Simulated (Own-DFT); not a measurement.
AlN (wurtzite, atoms displaced) (calculated)

Computed with Own-DFT development build. A calculation, not a measurement: plane-wave PBE density functional theory by an unreviewed code, no spin, of a simulated periodic cell, stress positive in tension, free energy of the whole cell less one offset for each atom, forces on such cells passed a denser k mesh, this cell's mesh not checked; offsets are fitted by least squares, one for each functional and potential file, so energies compare only between cells with the same atoms and settings and are not formation energies; the far tail of each file's local potential was reset to the Coulomb form; each entry is a single point on an unrelaxed cell, so the pressure reflects the starting lattice, mostly measured values (interpolated for alloys), from which strain is counted, and rises with the displacements; printed positions are rounded, which can move forces by about a meV/angstrom; the program, named Own-DFT, is a retired in-house code; no spin-orbit coupling.

Settings shared by all entries: functional PBE; potential files PseudoDojo norm-conserving, scalar-relativistic, standard set; wave cutoff 42 hartree; occupations Fermi-Dirac; smearing width 0.1 eV; hardware one NVIDIA H100; k mesh 2 x 2 x 2 centred on Gamma.

(1) 
```cif
# cell vector a (Å): 12.4480 0.0000 0.0000
# cell vector b (Å): -6.2240 10.7803 0.0000
# cell vector c (Å): 0.0000 0.0000 9.9640
data_AlN
_symmetry_space_group_name_H-M 'P 1'
_symmetry_Int_Tables_number 1
_cell_length_a 12.4480
_cell_length_b 12.4480
_cell_length_c 9.9640
_cell_angle_alpha 90.000
_cell_angle_beta 90.000
_cell_angle_gamma 120.000
_cell_volume 1337.10
loop_
_atom_site_label
_atom_site_type_symbol
_atom_site_fract_x
_atom_site_fract_y
_atom_site_fract_z
_atom_site_occupancy
Al1 Al 0.08236 0.16535 0.99877 1
Al2 Al 0.16306 0.07960 0.25179 1
N1 N 0.08247 0.16795 0.19001 1
N2 N 0.16522 0.08199 0.43994 1
Al3 Al 0.08341 0.16638 0.50342 1
Al4 Al 0.16431 0.08117 0.75170 1
N3 N 0.08544 0.16872 0.69210 1
N4 N 0.16898 0.08527 0.94331 1
Al5 Al 0.08122 0.41389 0.00076 1
Al6 Al 0.16496 0.33087 0.24697 1
N5 N 0.08446 0.41598 0.19189 1
N6 N 0.16649 0.33002 0.44044 1
Al7 Al 0.08467 0.41983 0.50173 1
Al8 Al 0.16447 0.33164 0.75277 1
N7 N 0.08538 0.41405 0.69392 1
N8 N 0.16521 0.33004 0.94283 1
Al9 Al 0.08028 0.66135 0.00164 1
Al10 Al 0.16565 0.58240 0.24935 1
N9 N 0.08287 0.66329 0.19153 1
N10 N 0.16403 0.58091 0.44508 1
Al11 Al 0.08407 0.66621 0.49617 1
Al12 Al 0.16684 0.58102 0.75230 1
N11 N 0.08404 0.66706 0.68900 1
N12 N 0.16693 0.58361 0.94112 1
Al13 Al 0.08091 0.91529 0.00127 1
Al14 Al 0.16514 0.83090 0.25100 1
N13 N 0.08326 0.91467 0.19073 1
N14 N 0.16476 0.83355 0.44367 1
Al15 Al 0.08345 0.91678 0.49916 1
Al16 Al 0.16505 0.83397 0.74806 1
N15 N 0.08541 0.91782 0.68851 1
N16 N 0.16537 0.83382 0.93717 1
Al17 Al 0.33186 0.16323 0.99596 1
Al18 Al 0.41509 0.08470 0.24907 1
N17 N 0.33436 0.16610 0.18921 1
N18 N 0.41475 0.08195 0.44256 1
Al19 Al 0.33260 0.16647 0.50222 1
Al20 Al 0.41806 0.08494 0.74988 1
N19 N 0.33535 0.16770 0.69129 1
N20 N 0.41489 0.08375 0.94040 1
Al21 Al 0.32916 0.41241 0.99800 1
Al22 Al 0.41558 0.33170 0.25052 1
N21 N 0.33417 0.41931 0.19086 1
N22 N 0.41411 0.33088 0.43950 1
Al23 Al 0.33482 0.41619 0.50214 1
Al24 Al 0.41614 0.33437 0.75096 1
N23 N 0.33610 0.41774 0.69107 1
N24 N 0.41434 0.33250 0.93943 1
Al25 Al 0.32972 0.66467 0.99984 1
Al26 Al 0.41403 0.58304 0.25016 1
N25 N 0.33455 0.66893 0.19072 1
N26 N 0.41712 0.58591 0.44206 1
Al27 Al 0.33385 0.66430 0.50070 1
Al28 Al 0.41802 0.58434 0.74917 1
N27 N 0.33367 0.66759 0.69213 1
N28 N 0.41645 0.58498 0.94195 1
Al29 Al 0.33727 0.91734 0.99910 1
Al30 Al 0.41747 0.83452 0.24830 1
N29 N 0.33431 0.91705 0.18982 1
N30 N 0.41674 0.83451 0.44027 1
Al31 Al 0.33739 0.91669 0.50355 1
Al32 Al 0.41369 0.83127 0.74873 1
N31 N 0.33455 0.91775 0.69155 1
N32 N 0.41795 0.83522 0.93924 1
Al33 Al 0.57882 0.16793 0.00064 1
Al34 Al 0.66577 0.08230 0.24962 1
N33 N 0.58173 0.16536 0.19465 1
N34 N 0.66463 0.08278 0.44284 1
Al35 Al 0.58229 0.16734 0.49779 1
Al36 Al 0.66718 0.08337 0.75249 1
N35 N 0.58230 0.17002 0.68902 1
N36 N 0.66409 0.08223 0.94085 1
Al37 Al 0.58600 0.41595 0.00132 1
Al38 Al 0.66481 0.33243 0.25243 1
N37 N 0.58447 0.41845 0.19553 1
N38 N 0.66632 0.33472 0.44035 1
Al39 Al 0.58686 0.42091 0.49973 1
Al40 Al 0.66527 0.33745 0.75195 1
N39 N 0.57967 0.41504 0.69246 1
N40 N 0.66698 0.33371 0.94196 1
Al41 Al 0.58378 0.66670 0.00121 1
Al42 Al 0.66580 0.58237 0.25121 1
N41 N 0.58393 0.66944 0.18887 1
N42 N 0.66410 0.58555 0.44302 1
Al43 Al 0.58525 0.66840 0.50034 1
Al44 Al 0.66258 0.58164 0.74689 1
N43 N 0.58241 0.66787 0.69221 1
N44 N 0.66420 0.58433 0.94015 1
Al45 Al 0.57965 0.91356 0.00180 1
Al46 Al 0.66572 0.83106 0.24793 1
N45 N 0.58453 0.91590 0.19109 1
N46 N 0.66317 0.82912 0.43867 1
Al47 Al 0.58305 0.91812 0.50032 1
Al48 Al 0.66846 0.83227 0.74965 1
N47 N 0.58520 0.92094 0.69538 1
N48 N 0.66762 0.83551 0.94420 1
Al49 Al 0.83241 0.16332 0.00105 1
Al50 Al 0.91879 0.08466 0.24886 1
N49 N 0.83475 0.16541 0.19545 1
N50 N 0.92076 0.08642 0.43700 1
Al51 Al 0.83388 0.16698 0.49965 1
Al52 Al 0.91489 0.08200 0.75013 1
N51 N 0.83364 0.16579 0.69069 1
N52 N 0.91958 0.08382 0.93940 1
Al53 Al 0.83526 0.41605 0.00175 1
Al54 Al 0.91365 0.33238 0.24620 1
N53 N 0.83370 0.41739 0.18970 1
N54 N 0.91475 0.33137 0.43927 1
Al55 Al 0.83605 0.41817 0.50263 1
Al56 Al 0.91551 0.33011 0.74916 1
N55 N 0.83110 0.41733 0.68755 1
N56 N 0.91736 0.33084 0.93766 1
Al57 Al 0.83190 0.66993 0.00323 1
Al58 Al 0.91860 0.58413 0.25026 1
N57 N 0.83458 0.66790 0.18748 1
N58 N 0.91419 0.58048 0.43951 1
Al59 Al 0.83183 0.66163 0.49936 1
Al60 Al 0.91715 0.58606 0.74890 1
N59 N 0.83371 0.66647 0.68956 1
N60 N 0.91551 0.58177 0.94408 1
Al61 Al 0.83497 0.91790 0.00292 1
Al62 Al 0.91967 0.83331 0.25333 1
N61 N 0.83150 0.91644 0.19047 1
N62 N 0.91539 0.83051 0.44215 1
Al63 Al 0.83455 0.91662 0.49712 1
Al64 Al 0.91749 0.83420 0.74973 1
N63 N 0.83106 0.91266 0.69126 1
N64 N 0.91243 0.82905 0.94135 1
_calc_free_energy_of_cell_above_offsets '-62.198'  # eV
_calc_pressure 3.8  # GPa
_calc_stress_xx -3.46  # GPa
_calc_stress_yy -4.09  # GPa
_calc_stress_zz -3.85  # GPa
_calc_stress_yz -0.16  # GPa
_calc_stress_xz 0.02  # GPa
_calc_stress_xy 0.75  # GPa
_calc_wall_time 369.1  # s
```

Force:
| element | x (eV/Å) | y (eV/Å) | z (eV/Å) |
| --- | --- | --- | --- |
| Al | 0.403 | 0.07 | 0.397 |
| Al | 0.413 | 0.917 | -0.474 |
| N | 0.611 | -0.76 | -0.351 |
| N | 0.016 | 0.071 | 0.321 |
| Al | 0.189 | 0.206 | -0.525 |
| Al | 0.634 | 0.652 | -0.137 |
| N | -0.339 | -0.87 | 0.195 |
| N | -0.817 | -1.004 | -0.423 |
| Al | 0.363 | 0.297 | -0.07 |
| Al | 0.453 | 0.548 | 0.839 |
| N | -0.661 | 0.02 | -0.344 |
| N | -0.298 | 0.845 | 0.135 |
| Al | 0.313 | -1.643 | -0.201 |
| Al | 0.999 | 0.299 | -0.188 |
| N | -0.934 | 0.421 | -0.337 |
| N | -0.459 | 0.351 | -0.267 |
| Al | -0.114 | 1.204 | -0.545 |
| Al | 0.672 | -0.127 | 0.429 |
| N | -0.147 | 0.538 | 0.114 |
| N | 0.539 | 0.708 | -0.953 |
| Al | -0.495 | 0.173 | 0.804 |
| Al | -0.396 | 0.43 | -0.48 |
| N | 0.052 | -0.323 | 0.086 |
| N | -0.279 | -0.735 | 0.167 |
| Al | 0.423 | -0.033 | -0.441 |
| Al | 0.602 | 0.399 | -0.009 |
| N | -0.12 | 0.045 | 0.119 |
| N | 0.775 | -0.166 | -0.577 |
| Al | -0.138 | -0.056 | 0.118 |
| Al | 0.712 | -0.209 | 0.087 |
| N | -0.775 | -0.082 | 0.327 |
| N | 0.303 | -0.362 | 0.845 |
| Al | -0.116 | 0.969 | 0.746 |
| Al | 0.273 | -0.604 | 0.605 |
| N | -0.822 | -0.032 | -0.084 |
| N | 0.011 | 0.152 | -0.374 |
| Al | 0.103 | -0.17 | -0.238 |
| Al | 0.007 | -0.142 | -0.23 |
| N | -0.768 | -0.25 | 0.278 |
| N | 0.528 | -0.246 | -0.129 |
| Al | 0.607 | 1.102 | 0.445 |
| Al | -0.296 | 0.255 | -0.207 |
| N | 0.008 | -0.749 | -0.187 |
| N | 0.575 | 0.573 | 0.38 |
| Al | -0.46 | -0.029 | -0.553 |
| Al | -0.025 | -0.49 | -0.022 |
| N | -0.797 | -0.077 | 0.252 |
| N | 0.707 | -0.072 | 0.496 |
| Al | 0.792 | 0.662 | 0.024 |
| Al | 0.583 | 0.352 | -0.076 |
| N | -0.522 | -0.392 | 0.092 |
| N | 0.489 | -0.722 | -0.133 |
| Al | -0.618 | 0.737 | 0.059 |
| Al | -0.337 | -0.106 | 0.543 |
| N | -0.012 | -0.526 | -0.246 |
| N | -0.077 | -0.551 | -0.228 |
| Al | -1.158 | -0.256 | -0.102 |
| Al | 0.05 | 0.053 | 0.364 |
| N | -0.378 | -0.114 | 0.054 |
| N | 0.267 | -0.628 | 0.081 |
| Al | -1.019 | 0.099 | -0.45 |
| Al | 0.589 | 0.778 | 0.271 |
| N | -0.266 | -0.128 | 0.17 |
| N | -0.28 | -0.874 | 0.168 |
| Al | 1.047 | -0.316 | 0.114 |
| Al | 0.139 | -0.079 | 0.301 |
| N | 0.062 | 0.33 | -0.61 |
| N | 0.438 | 0.258 | -0.424 |
| Al | -0.088 | 0.117 | 0.415 |
| Al | -0.695 | 0.575 | -0.344 |
| N | 0.719 | -0.083 | 0.443 |
| N | 0.056 | 0.36 | 0.687 |
| Al | -1.16 | 0.479 | 0.077 |
| Al | 0.368 | 0.213 | -0.185 |
| N | -0.057 | -0.49 | -0.682 |
| N | 0.321 | 0.2 | 0.27 |
| Al | -0.697 | -1.18 | 0.033 |
| Al | 0.608 | -0.782 | -0.413 |
| N | 0.266 | 0.703 | -0.524 |
| N | 0.211 | 0.009 | 0.061 |
| Al | -0.542 | 0.207 | -0.287 |
| Al | -0.209 | 0.784 | -0.254 |
| N | 0.144 | -1.105 | 0.563 |
| N | 0.979 | -0.32 | -0.358 |
| Al | -0.905 | -0.11 | 0.258 |
| Al | 0.539 | 0.427 | 0.656 |
| N | 0.296 | -0.116 | -0.469 |
| N | 0.726 | -0.434 | -0.048 |
| Al | 0.591 | 0.571 | -0.371 |
| Al | -0.082 | 0.449 | 0.266 |
| N | -0.423 | 0.165 | 0.068 |
| N | 0.302 | 1.286 | 0.299 |
| Al | 0.297 | -0.39 | 0.338 |
| Al | -1.005 | 0.4 | 0.693 |
| N | 0.14 | -1.191 | -0.803 |
| N | 0.232 | -0.259 | -0.486 |
| Al | -0.352 | 0.093 | 0.013 |
| Al | -0.111 | -0.447 | 0.184 |
| N | -0.658 | 0.101 | -1.004 |
| N | -0.458 | -0.802 | 0.882 |
| Al | -0.095 | -0.256 | -0.246 |
| Al | 0.382 | -0.096 | -0.244 |
| N | -0.041 | -0.137 | -0.071 |
| N | -0.55 | -0.373 | 0.18 |
| Al | -0.337 | -0.123 | -0.492 |
| Al | 0.64 | 0.143 | 0.797 |
| N | -0.223 | -0.229 | 0.215 |
| N | 0.252 | 0.643 | 0.238 |
| Al | -0.429 | -0.862 | -0.777 |
| Al | -0.302 | 0.662 | -0.261 |
| N | 0.569 | 0.034 | 1.108 |
| N | -0.416 | -0.029 | 0.688 |
| Al | 0.28 | -1.332 | -0.845 |
| Al | -0.636 | -0.401 | -0.314 |
| N | -0.059 | -0.212 | 1.38 |
| N | 0.42 | 0.492 | -0.124 |
| Al | -0.306 | 0.81 | 0.197 |
| Al | 0.379 | -0.491 | 0.437 |
| N | -0.491 | -0.047 | 0.078 |
| N | -0.313 | 0.182 | -0.516 |
| Al | -0.41 | -0.355 | -0.438 |
| Al | -0.964 | -0.135 | -0.451 |
| N | 0.946 | 0.174 | 0.535 |
| N | 0.175 | 0.056 | -0.072 |
| Al | -0.526 | -0.032 | 0.059 |
| Al | 0.11 | -0.448 | -0.067 |
| N | 0.392 | 0.953 | -0.488 |
| N | 0.377 | 1.392 | -0.296 |

(2) 
```cif
# cell vector a (Å): 12.4480 0.0000 0.0000
# cell vector b (Å): -6.2240 10.7803 0.0000
# cell vector c (Å): 0.0000 0.0000 9.9640
data_AlN
_symmetry_space_group_name_H-M 'P 1'
_symmetry_Int_Tables_number 1
_cell_length_a 12.4480
_cell_length_b 12.4480
_cell_length_c 9.9640
_cell_angle_alpha 90.000
_cell_angle_beta 90.000
_cell_angle_gamma 120.000
_cell_volume 1337.10
loop_
_atom_site_label
_atom_site_type_symbol
_atom_site_fract_x
_atom_site_fract_y
_atom_site_fract_z
_atom_site_occupancy
Al1 Al 0.08018 0.16794 0.99934 1
Al2 Al 0.16562 0.08207 0.25108 1
N1 N 0.08102 0.16590 0.18767 1
N2 N 0.16922 0.08245 0.44034 1
Al3 Al 0.08526 0.16829 0.50120 1
Al4 Al 0.16599 0.08093 0.74998 1
N3 N 0.08100 0.16277 0.69051 1
N4 N 0.16718 0.08250 0.94324 1
Al5 Al 0.08415 0.41718 0.00250 1
Al6 Al 0.16583 0.33597 0.25094 1
N5 N 0.08140 0.41483 0.18857 1
N6 N 0.16467 0.33570 0.43902 1
Al7 Al 0.08346 0.41735 0.49924 1
Al8 Al 0.16562 0.33079 0.75263 1
N7 N 0.08315 0.41464 0.69234 1
N8 N 0.16851 0.33349 0.93775 1
Al9 Al 0.08408 0.66836 0.00183 1
Al10 Al 0.16554 0.58595 0.24729 1
N9 N 0.08122 0.66531 0.19391 1
N10 N 0.16597 0.58450 0.44154 1
Al11 Al 0.08141 0.66540 0.50098 1
Al12 Al 0.16580 0.58527 0.74755 1
N11 N 0.08036 0.66468 0.69643 1
N12 N 0.16720 0.58375 0.93917 1
Al13 Al 0.08428 0.91508 0.00264 1
Al14 Al 0.16497 0.83061 0.24842 1
N13 N 0.08098 0.91674 0.19174 1
N14 N 0.16508 0.83275 0.44244 1
Al15 Al 0.08265 0.91780 0.50087 1
Al16 Al 0.16826 0.83457 0.75073 1
N15 N 0.08045 0.91528 0.68719 1
N16 N 0.16530 0.83370 0.93925 1
Al17 Al 0.33549 0.17105 0.00072 1
Al18 Al 0.41661 0.08461 0.25323 1
N17 N 0.33245 0.16441 0.18992 1
N18 N 0.41599 0.08104 0.44121 1
Al19 Al 0.33353 0.16939 0.49725 1
Al20 Al 0.41821 0.08472 0.75072 1
N19 N 0.32992 0.16485 0.68977 1
N20 N 0.41656 0.08298 0.94239 1
Al21 Al 0.33606 0.41747 0.00347 1
Al22 Al 0.42051 0.33657 0.24960 1
N21 N 0.33075 0.41527 0.19443 1
N22 N 0.41903 0.33702 0.43923 1
Al23 Al 0.33153 0.41498 0.50311 1
Al24 Al 0.41563 0.33220 0.74831 1
N23 N 0.33460 0.41794 0.69430 1
N24 N 0.41545 0.33205 0.94054 1
Al25 Al 0.33464 0.66488 0.00427 1
Al26 Al 0.41977 0.58438 0.24865 1
N25 N 0.33237 0.66748 0.19100 1
N26 N 0.41624 0.58501 0.43671 1
Al27 Al 0.33357 0.66641 0.50194 1
Al28 Al 0.41717 0.58176 0.74955 1
N27 N 0.33261 0.66654 0.69511 1
N28 N 0.41749 0.58367 0.93820 1
Al29 Al 0.33053 0.91449 0.00070 1
Al30 Al 0.41596 0.83136 0.25150 1
N29 N 0.33500 0.91508 0.19399 1
N30 N 0.41671 0.83369 0.44137 1
Al31 Al 0.33464 0.91481 0.50259 1
Al32 Al 0.41647 0.83256 0.74858 1
N31 N 0.33658 0.92118 0.68961 1
N32 N 0.41444 0.83199 0.94319 1
Al33 Al 0.58024 0.16306 0.00128 1
Al34 Al 0.66239 0.08080 0.24948 1
N33 N 0.58240 0.16749 0.19083 1
N34 N 0.66453 0.08113 0.43683 1
Al35 Al 0.58078 0.16285 0.49665 1
Al36 Al 0.66683 0.08597 0.75093 1
N35 N 0.58194 0.16408 0.69027 1
N36 N 0.66485 0.08249 0.94378 1
Al37 Al 0.58503 0.41562 0.00010 1
Al38 Al 0.66447 0.33155 0.25160 1
N37 N 0.58716 0.41783 0.19205 1
N38 N 0.66805 0.33449 0.44109 1
Al39 Al 0.58160 0.41579 0.50173 1
Al40 Al 0.66606 0.33155 0.75146 1
N39 N 0.58210 0.41581 0.68751 1
N40 N 0.66646 0.33340 0.94209 1
Al41 Al 0.58212 0.66418 0.00161 1
Al42 Al 0.66792 0.58427 0.25120 1
N41 N 0.58274 0.66556 0.19103 1
N42 N 0.66731 0.58417 0.43959 1
Al43 Al 0.58095 0.66572 0.49874 1
Al44 Al 0.66627 0.58039 0.75082 1
N43 N 0.58571 0.66884 0.69081 1
N44 N 0.66523 0.58381 0.93901 1
Al45 Al 0.57898 0.91179 0.00176 1
Al46 Al 0.66417 0.83310 0.24940 1
N45 N 0.58341 0.91943 0.19144 1
N46 N 0.66678 0.83607 0.43935 1
Al47 Al 0.58360 0.91877 0.49786 1
Al48 Al 0.66776 0.83743 0.75238 1
N47 N 0.58024 0.91266 0.69099 1
N48 N 0.66703 0.83464 0.94050 1
Al49 Al 0.83151 0.16667 0.00060 1
Al50 Al 0.91717 0.08420 0.24818 1
N49 N 0.83000 0.16577 0.19310 1
N50 N 0.91504 0.07789 0.43990 1
Al51 Al 0.83669 0.16633 0.49928 1
Al52 Al 0.91564 0.08175 0.75149 1
N51 N 0.83370 0.16907 0.69253 1
N52 N 0.91766 0.08362 0.94111 1
Al53 Al 0.83226 0.41616 0.00107 1
Al54 Al 0.91381 0.33448 0.24993 1
N53 N 0.83295 0.41652 0.19086 1
N54 N 0.91633 0.33348 0.44229 1
Al55 Al 0.82827 0.41503 0.50138 1
Al56 Al 0.91627 0.33056 0.75095 1
N55 N 0.83263 0.41610 0.68985 1
N56 N 0.91605 0.33276 0.94032 1
Al57 Al 0.83605 0.66889 0.99807 1
Al58 Al 0.91610 0.58202 0.24871 1
N57 N 0.83269 0.66718 0.19355 1
N58 N 0.91794 0.58334 0.44178 1
Al59 Al 0.83111 0.66652 0.50362 1
Al60 Al 0.91777 0.58321 0.74740 1
N59 N 0.83575 0.66831 0.68869 1
N60 N 0.91677 0.58355 0.93874 1
Al61 Al 0.83253 0.91592 0.99992 1
Al62 Al 0.91787 0.83433 0.25243 1
N61 N 0.83345 0.91796 0.18876 1
N62 N 0.91877 0.83440 0.44082 1
Al63 Al 0.83355 0.91840 0.50103 1
Al64 Al 0.91229 0.83302 0.75111 1
N63 N 0.83228 0.91484 0.69049 1
N64 N 0.91843 0.83312 0.94236 1
_calc_free_energy_of_cell_above_offsets '-62.356'  # eV
_calc_pressure 3.75  # GPa
_calc_stress_xx -3.73  # GPa
_calc_stress_yy -3.17  # GPa
_calc_stress_zz -4.35  # GPa
_calc_stress_yz -0.06  # GPa
_calc_stress_xz -0.03  # GPa
_calc_stress_xy -0.27  # GPa
_calc_wall_time 357.8  # s
```

Force:
| element | x (eV/Å) | y (eV/Å) | z (eV/Å) |
| --- | --- | --- | --- |
| Al | 1.218 | -0.2 | -0.061 |
| Al | -0.139 | 0.366 | -0.515 |
| N | 0.403 | 0.541 | 0.763 |
| N | -0.802 | 0.631 | -0.022 |
| Al | -0.207 | -0.546 | -0.425 |
| Al | -0.267 | -0.223 | 0.41 |
| N | 0.101 | 0.586 | 0.065 |
| N | -0.271 | 0.188 | -0.293 |
| Al | -0.085 | -0.039 | -1.079 |
| Al | 0.049 | -0.835 | -0.342 |
| N | -0.237 | 0.664 | 0.643 |
| N | 0.814 | -0.538 | 0.505 |
| Al | -0.568 | 0.186 | 0.474 |
| Al | -0.09 | 0.229 | -0.555 |
| N | -0.015 | 0.292 | -0.329 |
| N | -0.158 | 0.179 | 1.069 |
| Al | 0.071 | -0.615 | -0.594 |
| Al | 0.573 | -0.809 | 0.667 |
| N | -0.03 | 0.271 | -0.876 |
| N | 0.331 | -0.085 | -0.177 |
| Al | 0.01 | 0.417 | 0.226 |
| Al | 0.396 | -0.841 | 0.642 |
| N | 0.645 | 0.875 | -1.045 |
| N | -0.023 | 0.067 | 0.685 |
| Al | -0.561 | 0.749 | -0.266 |
| Al | -0.002 | 0.833 | 0.875 |
| N | 0.835 | -0.267 | -0.011 |
| N | 0.402 | 0.013 | -0.118 |
| Al | 0.443 | -0.414 | -0.259 |
| Al | -0.497 | -0.019 | -0.621 |
| N | 0.239 | -0.009 | 1.01 |
| N | 0.406 | -0.15 | 0.502 |
| Al | -0.141 | -1.334 | -0.027 |
| Al | 0.04 | -0.631 | -0.56 |
| N | -0.081 | 0.838 | 0.527 |
| N | -0.393 | 0.455 | 0.146 |
| Al | 0.581 | -0.513 | 0.307 |
| Al | -0.467 | -0.026 | 0.104 |
| N | 0.604 | 0.506 | -0.125 |
| N | -0.363 | -0.075 | -0.251 |
| Al | -0.589 | -0.211 | -0.531 |
| Al | -0.361 | -0.694 | -0.166 |
| N | 0.63 | 0.47 | -0.508 |
| N | -0.376 | -0.518 | 0.248 |
| Al | -0.123 | 0.7 | -0.528 |
| Al | 0.051 | -0.125 | 0.305 |
| N | -0.208 | -0.648 | -0.728 |
| N | 0.495 | 0.836 | -0.001 |
| Al | -0.657 | 0.14 | -1.091 |
| Al | -0.979 | -0.348 | 0.207 |
| N | 0.505 | -0.457 | 0.257 |
| N | 0.089 | -0.579 | 0.804 |
| Al | -0.239 | 0.108 | -0.089 |
| Al | -0.033 | 0.829 | 0.063 |
| N | 0.193 | -0.173 | -0.842 |
| N | 0.096 | -0.258 | 0.887 |
| Al | 0.354 | 0.442 | 0.275 |
| Al | -0.012 | 0.453 | 0.019 |
| N | -0.797 | 0.164 | -0.435 |
| N | 0.211 | -0.367 | 0.111 |
| Al | -0.92 | 0.118 | -0.647 |
| Al | -0.243 | 0.152 | 0.624 |
| N | -0.12 | -0.947 | 0.594 |
| N | 0.046 | -0.173 | -0.385 |
| Al | 0.138 | 0.53 | 0.016 |
| Al | 0.4 | 0.78 | -0.169 |
| N | -0.082 | -0.205 | 0.231 |
| N | 0.374 | 0.659 | 0.764 |
| Al | 0.282 | 0.634 | 0.418 |
| Al | 0.214 | -0.932 | 0.145 |
| N | -0.052 | 0.651 | -0.218 |
| N | 0.138 | -0.285 | -0.419 |
| Al | -0.47 | 0.335 | 0.029 |
| Al | 0.585 | 0.292 | -0.109 |
| N | -0.693 | 0.017 | -0.337 |
| N | -0.916 | -0.813 | -0.032 |
| Al | 0.557 | 0.498 | -0.644 |
| Al | 0.023 | 0.147 | -0.327 |
| N | 0.207 | -0.29 | 0.856 |
| N | 0.074 | -0.48 | -0.211 |
| Al | 0.05 | 0.619 | -0.608 |
| Al | 0.177 | 0.002 | -0.059 |
| N | 0.145 | 0.231 | -0.147 |
| N | -0.37 | -0.295 | 0.408 |
| Al | 0.38 | 0.616 | 0.252 |
| Al | -0.192 | 0.761 | -0.493 |
| N | -0.138 | -0.38 | -0.037 |
| N | 0.636 | -0.305 | 0.465 |
| Al | 0.125 | 0.874 | -0.227 |
| Al | 0.624 | 0.506 | 0.024 |
| N | -0.06 | -1.242 | -0.16 |
| N | 0.151 | -0.561 | 0.123 |
| Al | 0.147 | -0.576 | 0.441 |
| Al | 0.018 | -0.954 | -0.45 |
| N | 0.159 | 1.275 | -0.182 |
| N | -0.049 | -0.494 | 0.455 |
| Al | 0.184 | -0.136 | 0.234 |
| Al | -0.408 | -0.269 | 0.085 |
| N | 0.239 | 0.228 | -0.238 |
| N | 0.198 | 1.522 | 0.057 |
| Al | -0.731 | -0.087 | -0.163 |
| Al | -0.117 | 0.141 | -0.169 |
| N | 0.226 | -1.133 | -0.441 |
| N | -0.759 | -0.217 | -0.158 |
| Al | 0.298 | 0.2 | -0.331 |
| Al | 0.583 | -0.547 | 0.258 |
| N | -0.426 | 0.005 | -0.058 |
| N | -0.13 | -0.054 | -0.237 |
| Al | 1.219 | 0.507 | -0.113 |
| Al | -0.172 | 1.053 | -0.094 |
| N | -0.046 | -0.215 | 0.451 |
| N | 0.025 | 0.063 | 0.344 |
| Al | -0.375 | -0.582 | 0.487 |
| Al | -0.598 | 0.133 | 0.682 |
| N | 0.351 | 0.035 | -0.676 |
| N | -0.737 | -0.331 | -0.077 |
| Al | 0.681 | 0.293 | -1.023 |
| Al | -0.618 | -0.304 | 0.434 |
| N | -0.538 | -0.547 | 0.877 |
| N | 0.016 | -0.087 | 0.463 |
| Al | 0.274 | 0.171 | 0.168 |
| Al | -0.635 | -0.161 | -0.202 |
| N | -0.1 | -0.452 | 0.348 |
| N | -0.721 | -0.177 | 0.274 |
| Al | 0.212 | -1.104 | -0.293 |
| Al | 1.176 | -0.055 | -0.073 |
| N | -0.471 | 0.615 | 0.217 |
| N | -0.464 | 0.249 | -0.343 |
